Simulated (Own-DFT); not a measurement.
# Computed records: GaP (zincblende, atoms displaced)

A calculation, not a measurement: plane-wave PBE density functional theory by an unreviewed code, no spin, of a simulated periodic cell, stress positive in tension, free energy of the whole cell less one offset for each atom, some atoms lie very close together; forces on such cells passed a denser k mesh, this cell's mesh not checked; offsets are fitted by least squares, one for each functional and potential file, so energies compare only between cells with the same atoms and settings and are not formation energies; the far tail of each file's local potential was reset to the Coulomb form; each entry is a single point on an unrelaxed cell, so the pressure reflects the starting lattice, mostly measured values (interpolated for alloys), from which strain is counted, and rises with the displacements; printed positions are rounded, which can move forces by about a meV/angstrom; the program, named Own-DFT, is a retired in-house code; no spin-orbit coupling; before rounding, a Quantum ESPRESSO 7.3.1 run of the same cell and cutoff gave forces within 1 meV/angstrom rms on each cell, which checks the program and not the settings. Program: Own-DFT development build.

Settings shared by all entries: functional PBE; potential files PseudoDojo norm-conserving, scalar-relativistic, standard set; wave cutoff 42 hartree; occupations Fermi-Dirac; smearing width 0.1 eV; k mesh 2 x 3 x 3 centred on Gamma.

(1) GaP (zincblende, atoms displaced)

```xyz
96
Lattice="16.3515 0.0000 0.0000 0.0000 10.9010 0.0000 0.0000 0.0000 10.9010" Properties=species:S:1:pos:R:3 GaP
Ga     0.1230    10.8360    10.8212
Ga     0.0436     2.7392     2.7200
Ga     2.4833     0.2098     2.6929
Ga     2.8521     2.7507    10.7694
P      1.4077     1.4861     1.2874
P      1.1084     4.2396     4.0920
P      3.9916     1.4629     4.0144
P      4.1327     3.9892     1.3513
Ga    16.0857    10.7447     5.3797
Ga     0.0792     2.8595     8.4064
Ga     2.8717     0.0456     8.0235
Ga     2.7474     2.6773     5.3396
P      1.5811     1.3156     6.6187
P      1.3226     4.1048     9.3514
P      3.8505     1.3681     9.5545
P      4.1534     4.1706     6.7232
Ga    16.3117     5.4909    10.8720
Ga     0.1259     7.7889     2.8458
Ga     2.5184     5.5764     2.9335
Ga     2.6037     7.9258    10.8071
P      1.4276     7.0009     1.3954
P      1.2314     9.3624     4.1793
P      4.0079     6.7851     4.0115
P      4.0848     9.4992     1.5068
Ga     0.2516     5.4131     5.1008
Ga     0.2262     8.0288     8.2734
Ga     3.0764     5.5741     8.4309
Ga     2.5574     8.2939     5.4333
P      1.2512     7.0124     6.6935
P      1.3389     9.5561     9.4345
P      4.2331     6.6688     9.4782
P      4.1996     9.5646     6.6571
Ga     5.3370    10.8544     0.2010
Ga     5.2770     2.6784     2.4970
Ga     8.1346    10.8824     2.7630
Ga     8.4234     2.8238     0.0155
P      6.9820     1.4369     1.2906
P      7.1237     3.9663     4.1985
P      9.5010     1.6664     4.0779
P      9.4425     4.1247     1.3269
Ga     5.0934    10.7560     5.3639
Ga     5.2121     2.6469     8.1284
Ga     7.9814    10.6997     7.9268
Ga     8.2475     2.7984     5.2797
P      6.8249     1.4685     6.7471
P      6.7100     4.3387     9.3843
P      9.7599     1.2492     9.3550
P      9.5061     4.2439     6.9172
Ga     5.1441     5.6058    10.8235
Ga     5.1926     8.2679     2.8689
Ga     8.0680     5.3217     2.8278
Ga     8.6055     8.5839     0.0740
P      7.0481     6.9122     1.3582
P      6.8659     9.2215     3.9548
P      9.4165     6.7367     3.8197
P      9.4068     9.6207     1.2952
Ga     5.3494     5.4218     5.5866
Ga     5.4101     8.2324     7.8907
Ga     7.8505     5.5107     8.3482
Ga     7.6917     8.0928     5.3546
P      6.7682     6.8185     6.7338
P      6.8139     9.4920     9.6545
P      9.5636     6.9450     9.6438
P      9.4555     9.4259     6.9833
Ga    10.9225    10.8895     0.0377
Ga    11.0267     3.0479     2.7406
Ga    13.6447     0.0409     2.7541
Ga    13.7320     3.0827    10.8438
P     12.1923     1.3458     1.2756
P     12.2853     4.2302     4.2670
P     14.8165     1.4005     3.9408
P     14.8224     3.9358     1.2806
Ga    10.7961     0.1075     5.5354
Ga    10.8906     2.7549     8.2002
Ga    13.5858    10.7951     7.9450
Ga    13.6412     2.8819     5.5522
P     12.3503     1.4074     6.4751
P     12.3471     4.3348     9.5014
P     14.8715     1.0328     9.5436
P     14.9667     3.9625     6.4499
Ga    10.7958     5.5944    10.8263
Ga    10.6838     8.2620     2.5169
Ga    13.5900     5.1952     2.7326
Ga    13.5718     8.0636    10.8814
P     12.3912     6.7005     1.5794
P     12.2153     9.8277     4.0736
P     14.9636     6.8425     3.8042
P     15.1601     9.6171     1.6105
Ga    10.9223     5.6404     5.6517
Ga    11.0785     8.1548     8.1077
Ga    13.6970     5.4909     8.1652
Ga    13.6085     8.1412     5.3897
P     12.2577     6.9284     6.6719
P     12.3392     9.5314     9.4678
P     15.0432     7.0020     9.6007
P     15.1701     9.7174     6.6463
```

Results for GaP (zincblende, atoms displaced): free energy of cell above offsets -11.905 eV; pressure 9.05 GPa; stress xx -8.29 GPa; stress yy -9.09 GPa; stress zz -9.77 GPa; stress yz 0.28 GPa; stress xz -0.28 GPa; stress xy -1.96 GPa.

Force:
```csv
element,x (eV/Å),y (eV/Å),z (eV/Å)
Ga,-1.35,0.341,1.634
Ga,-1.413,-0.783,-0.569
Ga,0.998,-2.483,1.143
Ga,-2.395,1.903,1.706
P,-0.937,0.631,-1.344
P,8.627,-10.77,-8.034
P,0.878,-1.266,-1.072
P,-2.527,3.427,-1.44
Ga,5.129,6.261,-6.556
Ga,-4.108,-4.83,-4.101
Ga,-1.126,-0.79,-0.047
Ga,-0.401,2.284,0.722
P,-2.499,-0.251,0.955
P,3.825,3.913,3.617
P,3.136,-2.017,-0.855
P,-3.19,-2.173,1.909
Ga,0.183,-0.281,0.457
Ga,0.391,4.844,-0.9
Ga,0.683,-1.006,-2.131
Ga,2.16,2.867,-1.671
P,-0.35,-3.879,-0.654
P,-0.737,2.777,-2.474
P,0.271,-0.052,2.528
P,-2.764,1.076,-1.468
Ga,-9.235,10.51,9.757
Ga,-2.048,1.464,-0.249
Ga,-6.411,-5.234,-6.231
Ga,2.55,-0.994,0.701
P,1.376,-3.22,-0.184
P,2.413,-0.172,0.089
P,0.584,9.557,-0.062
P,-4.23,-2.887,3.388
Ga,1.327,0.702,-1.185
Ga,3.686,-1.743,2.148
Ga,0.009,1.182,0.682
Ga,-1.355,-1.964,-2.945
P,-1.607,-0.57,0.116
P,-7.578,3.535,-2.862
P,2.437,-3.735,-1.858
P,2.252,1.919,1.296
Ga,5.005,4.304,-3.936
Ga,1.848,0.33,0.024
Ga,-0.675,1.817,1.885
Ga,1.772,-1.951,6.442
P,-1.04,-0.883,-0.373
P,-4.355,-5.772,4.8
P,-2.324,-0.17,1.003
P,-0.309,-0.238,0.113
Ga,5.907,-3.87,5.703
Ga,2.072,-1.787,-1.15
Ga,-0.107,0.883,-2.416
Ga,-7.794,-9.109,-9.314
P,-2.086,-0.123,-0.222
P,-2.587,5.464,-2.5
P,1.299,1.471,2.658
P,6.502,8.467,8.561
Ga,2.538,1.368,-3.22
Ga,1.626,-0.447,2.47
Ga,5.622,4.028,-3.789
Ga,5.824,-1.512,1.888
P,-1.061,-1.603,1.795
P,-0.873,0.231,-0.933
P,-0.842,0.741,-2.154
P,0.912,-0.679,-2.823
Ga,0.123,0.089,-1.077
Ga,-0.593,-1.613,-0.74
Ga,-1.056,-0.299,-2.108
Ga,-4.687,-5.707,-5.111
P,1.349,1.814,1.066
P,-0.751,-0.167,0.115
P,2.273,1.71,1.885
P,5.904,3.685,4.909
Ga,-1.278,-0.507,-0.807
Ga,1.446,0.878,-1.176
Ga,-0.023,0.869,-0.326
Ga,-3.436,-3.817,-4.495
P,-1.005,-0.412,3.489
P,-1.418,-1.271,0.095
P,0.683,2.986,-0.03
P,5.854,5.19,5.611
Ga,1.423,-0.997,1.91
Ga,2.057,-0.892,1.867
Ga,0.817,0.876,0.323
Ga,-0.029,1.459,1.861
P,-2.005,1.481,-2.122
P,-1.037,-2.622,0.178
P,-2.824,-2.953,3.231
P,0.081,-1.302,-1.558
Ga,-2.535,-1.411,-2.406
Ga,-1.466,0.312,1.25
Ga,0.996,0.634,-1.541
Ga,0.957,2.02,-1.385
P,2.179,0.012,1.932
P,-0.298,-0.173,0.716
P,0.164,-1.786,-1.18
P,-5.397,-7.135,7.154
```

(2) GaP (zincblende, atoms displaced)

```xyz
96
Lattice="16.3515 0.0000 0.0000 0.0000 10.9010 0.0000 0.0000 0.0000 10.9010" Properties=species:S:1:pos:R:3 GaP
Ga    16.1503     0.0428     0.1184
Ga    16.2974     2.7343     2.6468
Ga     2.8309     0.1780     3.0415
Ga     2.8460     2.5494     0.0787
P      1.5005     1.3550     1.1978
P      1.5048     3.9374     3.7220
P      4.2616     1.3584     4.0547
P      3.9654     4.0616     1.3063
Ga    16.2508     0.3079     5.2942
Ga     0.1542     2.7696     8.0226
Ga     2.3749     0.2451     8.3429
Ga     2.7509     2.6058     5.4793
P      1.4280     1.3715     6.5145
P      1.1467     4.1825     9.3268
P      4.0428     1.5371     9.7488
P      3.8808     3.9458     6.9647
Ga    16.2432     5.3159     0.1239
Ga    16.2612     8.1103     2.9767
Ga     2.8280     5.5247     2.6146
Ga     2.5944     8.1387    10.8246
P      1.2885     6.7946     1.3047
P      1.2384     9.3923     4.2012
P      4.4404     6.8656     4.0391
P      4.0978     9.3855     1.2335
Ga     0.0341     5.5096     5.6215
Ga     0.1756     8.1760     8.3092
Ga     2.8880     5.4142     8.1065
Ga     2.7532     8.4287     5.0662
P      1.3158     7.0700     6.7846
P      1.2765     9.6595     9.6977
P      4.1385     6.8390     9.7756
P      4.3204     9.4468     6.7698
Ga     5.7273    10.7908     0.1997
Ga     5.2230     2.6512     2.8066
Ga     8.0120     0.1157     2.6562
Ga     7.9298     2.5750     0.1573
P      6.7682     1.4159     1.2800
P      6.7486     4.3584     3.9670
P      9.6690     1.3449     4.1598
P      9.4698     3.8262     1.2641
Ga     5.3275     0.0705     5.3524
Ga     5.3948     2.8028     8.0814
Ga     8.1020    10.8743     8.1281
Ga     8.2943     2.4641     5.3139
P      6.4701     1.2628     6.8759
P      6.6389     4.4792     9.3248
P      9.3598     1.1881     9.7542
P      9.4544     4.0420     6.7240
Ga     5.3673     5.4987    10.8717
Ga     5.5221     8.3319     2.7712
Ga     8.1481     5.4751     2.6910
Ga     8.1443     8.1868     0.1229
P      6.5333     6.6958     1.1607
P      6.7127     9.3578     4.1280
P      9.5779     6.5868     3.9138
P      9.5089     9.6734     1.5318
Ga     5.5521     5.3219     5.6033
Ga     5.7517     8.2944     7.9906
Ga     8.2371     5.6649     8.2597
Ga     8.3049     8.1186     5.2509
P      6.9143     6.7445     6.6784
P      7.1640     9.4574     9.6282
P      9.4792     6.5800     9.5645
P      9.4882     9.1649     7.0860
Ga    11.3609     0.0235    10.8425
Ga    10.9084     2.6439     3.0934
Ga    13.6242     0.0826     2.6388
Ga    13.7238     2.8668    10.8755
P     12.2343     1.2668     1.5471
P     12.2597     4.3709     4.1315
P     14.8583     1.2894     4.0900
P     15.0152     4.1257     1.4695
Ga    10.9848    10.8304     5.2573
Ga    10.8247     2.5560     8.2762
Ga    13.4549    10.6439     8.0382
Ga    13.6928     2.7998     5.3942
P     12.0045     1.4971     6.6637
P     12.1845     4.1452     9.6202
P     15.1426     1.2645     9.5015
P     14.8433     4.1508     6.6782
Ga    11.0881     5.4476    10.7888
Ga    11.0509     8.2625     2.7540
Ga    13.3730     5.2463     2.6782
Ga    13.5013     8.1411     0.2242
P     12.1449     7.0041     1.4766
P     12.2981     9.5120     4.0645
P     15.2936     7.0798     3.9171
P     15.2880     9.5529     1.4726
Ga    10.5576     5.5701     5.5494
Ga    11.1601     8.1219     8.4978
Ga    13.6243     5.3906     8.2353
Ga    13.5601     8.1292     5.4339
P     12.2988     6.7978     6.9450
P     12.4635     9.4726     9.5000
P     15.0364     6.6197     9.4042
P     15.0091     9.4591     6.8191
```

Results for GaP (zincblende, atoms displaced): free energy of cell above offsets -17.499 eV; pressure 7.71 GPa; stress xx -7.56 GPa; stress yy -7.65 GPa; stress zz -7.93 GPa; stress yz 0.89 GPa; stress xz 0.66 GPa; stress xy -1.87 GPa.

Force:
```csv
element,x (eV/Å),y (eV/Å),z (eV/Å)
Ga,2.343,0.85,-0.619
Ga,0.736,-1.732,0.009
Ga,-2.744,-2.876,-3.367
Ga,-2.709,4.375,0.848
P,-2.532,-1.494,3.025
P,0.119,0.871,3.141
P,-1.976,0.371,2.728
P,1.434,-0.024,0.155
Ga,1.157,-3.892,1.966
Ga,-1.671,-0.857,-0.78
Ga,2.234,-0.45,-0.173
Ga,1.372,2.59,-2.783
P,-1.863,-1.259,2.799
P,2.215,0.475,1.871
P,3.767,-3.792,-4.444
P,1.597,-0.229,-3.231
Ga,1.177,1.358,-1.937
Ga,11.38,10.74,-12.31
Ga,0.088,0.894,0.536
Ga,0.228,0.013,0.397
P,-0.048,0.283,0.737
P,-2.076,5.501,-2.123
P,-2.992,-1.22,0.873
P,0.1,1.706,1.634
Ga,0.495,0.317,-1.641
Ga,-1.64,0.465,0.194
Ga,-2.427,3.196,2.255
Ga,4.804,-3.773,3.862
P,2.468,-1.662,-0.908
P,-0.225,-0.33,-0.421
P,-1.438,1.319,-4
P,-3.14,1.448,-0.48
Ga,-2.329,-1.886,-2.231
Ga,3.006,4.022,-3.212
Ga,0.799,-0.867,1.487
Ga,3.242,4.03,-4.301
P,-3.292,-1.07,4.76
P,-0.426,-3.87,0.666
P,-2.064,-3.257,-0.946
P,1.17,1.493,1.544
Ga,1.486,-2.79,1.49
Ga,0.267,0.142,2.336
Ga,0.764,0.132,-0.378
Ga,-3.08,2.718,2.226
P,3.112,0.204,-0.664
P,0.417,-3.071,0.507
P,1.541,0.49,-1.181
P,-0.514,-0.889,1.777
Ga,-1.355,-3.586,-0.296
Ga,-1.445,-1.981,-3.683
Ga,-0.435,-0.594,-3.134
Ga,1.543,-2.093,1.585
P,4.216,3.165,3.869
P,2.619,3.816,1.222
P,0.412,3.289,-0.338
P,1.074,-1.122,-1.225
Ga,-1.638,0.039,0.096
Ga,0.205,-1.104,1.788
Ga,-2.043,-2.637,-3.929
Ga,0.23,-0.597,0.781
P,0.644,0.882,0.67
P,-3.088,1.34,-1.556
P,3.589,3.781,3.424
P,0.442,1.693,-1.666
Ga,-3.109,-0.307,0.089
Ga,1.411,2.81,-3.194
Ga,1.551,-2.7,0.574
Ga,0,-1.361,-0.03
P,-0.216,3.048,-1.118
P,-2.496,-3.069,3.246
P,-0.793,2.525,-1.914
P,-1.981,-0.458,0.114
Ga,-0.956,-0.854,2.515
Ga,-1.509,1.038,0.539
Ga,1.969,3.048,-1.951
Ga,-1.753,-0.352,-0.424
P,2.204,-1.244,0.351
P,2.335,-2.951,-2.356
P,-2.183,1.404,-1.416
P,1.468,-0.292,1.384
Ga,-3.155,1.589,2.946
Ga,-3.677,0.872,1.087
Ga,3.014,3.225,-2.677
Ga,3.291,0.602,-1.484
P,0.815,-3.788,-1.49
P,1.529,0.288,0.046
P,-13.55,-13.99,12.16
P,-3.358,-1.138,0.893
Ga,2.415,-0.469,1.174
Ga,-2.928,-2.022,-1.61
Ga,-0.602,-0.559,-0.72
Ga,1.353,-0.192,0.204
P,-0.862,-0.181,-1.113
P,-0.064,0.091,3.064
P,0.198,1.763,2.323
P,0.335,0.621,-0.51
```

(3) GaP (zincblende, atoms displaced)

```xyz
96
Lattice="16.3515 0.0000 0.0000 0.0000 10.9010 0.0000 0.0000 0.0000 10.9010" Properties=species:S:1:pos:R:3 GaP
Ga    16.3413    10.7603    10.7606
Ga    16.2483     2.6887     2.6053
Ga     2.6956     0.0529     2.7840
Ga     2.6406     2.8808     0.0944
P      1.2088     1.5123     1.7022
P      1.1610     4.0105     4.2187
P      4.0003     1.5452     4.1014
P      4.1975     3.8248     1.2536
Ga    16.2283     0.2983     5.5476
Ga     0.0854     2.6033     8.3456
Ga     2.6510     0.1486     7.8500
Ga     2.6920     2.6309     5.5501
P      1.3019     1.1981     6.6569
P      1.5880     3.8402     9.5737
P      4.2023     1.2586     9.7421
P      3.8445     4.0922     6.7669
Ga     0.2002     5.3178    10.8191
Ga    16.1428     8.4580     2.5921
Ga     2.7859     5.5766     2.4570
Ga     2.4940     8.1801    10.5554
P      1.4149     6.8878     1.3640
P      1.3569     9.5478     3.9002
P      4.1190     6.8126     4.1444
P      4.1503     9.3831     1.4571
Ga    16.2917     5.2380     5.4421
Ga     0.1658     8.1672     8.0120
Ga     2.6798     5.8042     7.9476
Ga     2.7075     7.9712     5.3630
P      1.5072     6.9253     6.7492
P      1.2692     9.3800     9.6833
P      3.9934     6.7649     9.6884
P      3.9631     9.3694     6.7482
Ga     5.2479     0.1984    10.7084
Ga     5.5285     2.7199     2.6836
Ga     8.1014     0.0175     2.7873
Ga     8.2175     2.7718     0.1815
P      6.7307     1.0473     1.3426
P      7.3052     3.9249     4.2163
P      9.6548     1.3732     3.8878
P      9.6777     3.9496     1.2958
Ga     5.5528    10.8196     5.3382
Ga     5.6162     2.3795     8.2179
Ga     8.2772    10.8633     8.1740
Ga     8.2668     2.7437     5.2440
P      6.9311     1.3021     6.6604
P      7.0782     4.1466     9.5690
P      9.6836     1.3529     9.5069
P      9.3642     4.1741     6.8941
Ga     5.3036     5.2181    10.6873
Ga     5.6807     8.3291     2.8180
Ga     8.1678     5.5337     2.6225
Ga     8.1462     8.0224    10.8270
P      7.1467     6.7941     1.4959
P      6.6986     9.5572     3.9175
P      9.3020     6.6062     3.9301
P      9.4548     9.2843     1.2289
Ga     5.5661     5.3106     5.2849
Ga     5.7156     7.7169     7.8630
Ga     8.0546     5.7470     8.2401
Ga     8.0824     8.0553     5.2908
P      6.8193     7.0426     6.8400
P      6.8765     9.4470     9.4493
P      9.5478     6.8554     9.4282
P      9.4975     9.5732     6.6908
Ga    10.7526    10.5975     0.1014
Ga    10.8674     2.7790     2.5545
Ga    13.8413     0.1812     2.8737
Ga    13.5437     2.6025    10.7510
P     12.1451     1.3787     1.6016
P     12.3625     4.0674     4.1348
P     15.1411     1.2267     3.9831
P     14.7588     4.2557     1.4346
Ga    11.1135    10.7176     5.4480
Ga    10.9980     2.5142     8.1886
Ga    13.6104     0.1158     8.0932
Ga    13.7754     2.6920     5.5288
P     12.5745     1.5819     6.7058
P     12.2450     4.2238     9.5108
P     15.1098     1.0871     9.6570
P     14.7237     3.9780     6.8905
Ga    11.0059     5.6057     0.2206
Ga    10.7620     8.0839     2.6892
Ga    13.5154     5.5602     2.7828
Ga    13.6556     7.9114    10.5846
P     12.6148     6.9730     1.1473
P     12.2853     9.5299     4.0753
P     15.1033     6.8545     3.9973
P     15.2375     9.7178     1.4435
Ga    11.1371     5.6975     5.3447
Ga    10.9774     8.2377     8.4539
Ga    13.4739     5.4359     8.1075
Ga    13.7484     8.0119     5.5605
P     12.2616     6.6892     6.9203
P     12.4683     9.6271     9.5518
P     14.7515     6.7958     9.4690
P     15.0961     9.6874     7.0152
```

Results for GaP (zincblende, atoms displaced): free energy of cell above offsets -7.653 eV; pressure 9.6 GPa; stress xx -9.96 GPa; stress yy -8.74 GPa; stress zz -10.09 GPa; stress yz 1.38 GPa; stress xz -1.38 GPa; stress xy 3.43 GPa.

Force:
```csv
element,x (eV/Å),y (eV/Å),z (eV/Å)
Ga,2.129,0.027,3.146
Ga,-3.586,4.808,2.414
Ga,1.132,-0.068,-0.516
Ga,1.006,-4.411,2.9
P,4.495,-3.596,-5.302
P,2.41,-1.237,-2.196
P,1.578,-1.564,-0.347
P,0.146,2.761,1.215
Ga,-1.377,-4.98,-1.559
Ga,-0.867,-0.3,-0.778
Ga,2.681,-3.01,3.09
Ga,-1.01,1.111,-0.997
P,0.86,4.432,2.058
P,-2.731,3.825,-4.038
P,-9.941,8.959,-9.186
P,2.519,0.508,1.084
Ga,-1.438,0.411,1.005
Ga,4.177,-5.27,4.211
Ga,1.069,-1.59,1.836
Ga,5.139,-3.752,5.581
P,-1.643,0.563,-1.471
P,-0.383,-0.721,2.486
P,1.679,-1.07,-2.093
P,-1.048,1.453,-1.69
Ga,-1.432,1.885,1.435
Ga,-1.661,0.375,1.455
Ga,3.214,-3.945,3.419
Ga,0.292,3.337,-1.812
P,-5.067,-0.343,-1.663
P,-2.692,4.498,-5.338
P,1.14,0.072,-2.455
P,1.504,0.63,0.117
Ga,8.747,-11.19,8.295
Ga,1.132,-0.828,1.215
Ga,1.738,-0.548,-0.741
Ga,-0.836,-1.944,-1.268
P,0.296,2.602,-0.563
P,-8.551,7.886,-7.705
P,-0.242,-0.892,1.616
P,-1.061,3.903,-0.257
Ga,-2.203,0.951,1.227
Ga,-0.403,1.927,-0.117
Ga,-0.28,0.207,0.001
Ga,6.283,-7.016,7.255
P,0.177,-0.406,0.183
P,-1.896,-0.698,-0.376
P,-1.314,-1.349,1.584
P,1.506,-0.399,-0.585
Ga,1.316,0.006,0.961
Ga,-4.294,-5.498,-4.321
Ga,1.21,-6.868,0.33
Ga,-0.212,0.658,-1.06
P,-5.791,2.654,-3.188
P,4.722,2.939,4.707
P,4.627,2.812,3.487
P,-0.778,0.839,2.098
Ga,-0.391,-0.498,0.808
Ga,-17.76,12.21,16.5
Ga,0.874,-2.052,-1.109
Ga,1,1.797,-0.384
P,14.82,-11.6,-15.47
P,-1.242,0.141,0.022
P,0.952,-0.615,2.107
P,0.909,-1.151,0.236
Ga,1.879,2.332,-0.946
Ga,1.087,0.331,3.278
Ga,-4.399,-3.331,-3.083
Ga,-0.017,0.7,1.434
P,2.486,-2.417,-2.868
P,-1.007,0.114,-0.432
P,0.739,4.479,2.654
P,1.955,-2.071,-1.692
Ga,-1.246,2.027,0.76
Ga,0.172,2.785,-0.843
Ga,0.514,-0.199,0.682
Ga,1.611,0.896,-5.45
P,-4.747,-3.991,2.408
P,-0.965,-1.949,0.767
P,-2.601,3.542,-2.319
P,4.067,1.74,1.763
Ga,-0.392,-0.73,-1.681
Ga,1.119,0.276,0.05
Ga,0.632,0.278,0.405
Ga,-1.225,7.128,1.873
P,-4.241,-1.637,4.827
P,1.6,-1.816,-1.111
P,-0.368,-0.214,0.798
P,-5.701,3.065,-4.026
Ga,-2.488,-2.148,-0.521
Ga,0.153,0.757,-2.332
Ga,1.427,-1.241,1.24
Ga,-0.112,1.163,-0.138
P,-0.809,3.704,-0.654
P,-1.244,0.045,0.589
P,7.104,-4.404,-4.878
P,-0.335,-0.987,-2.051
```
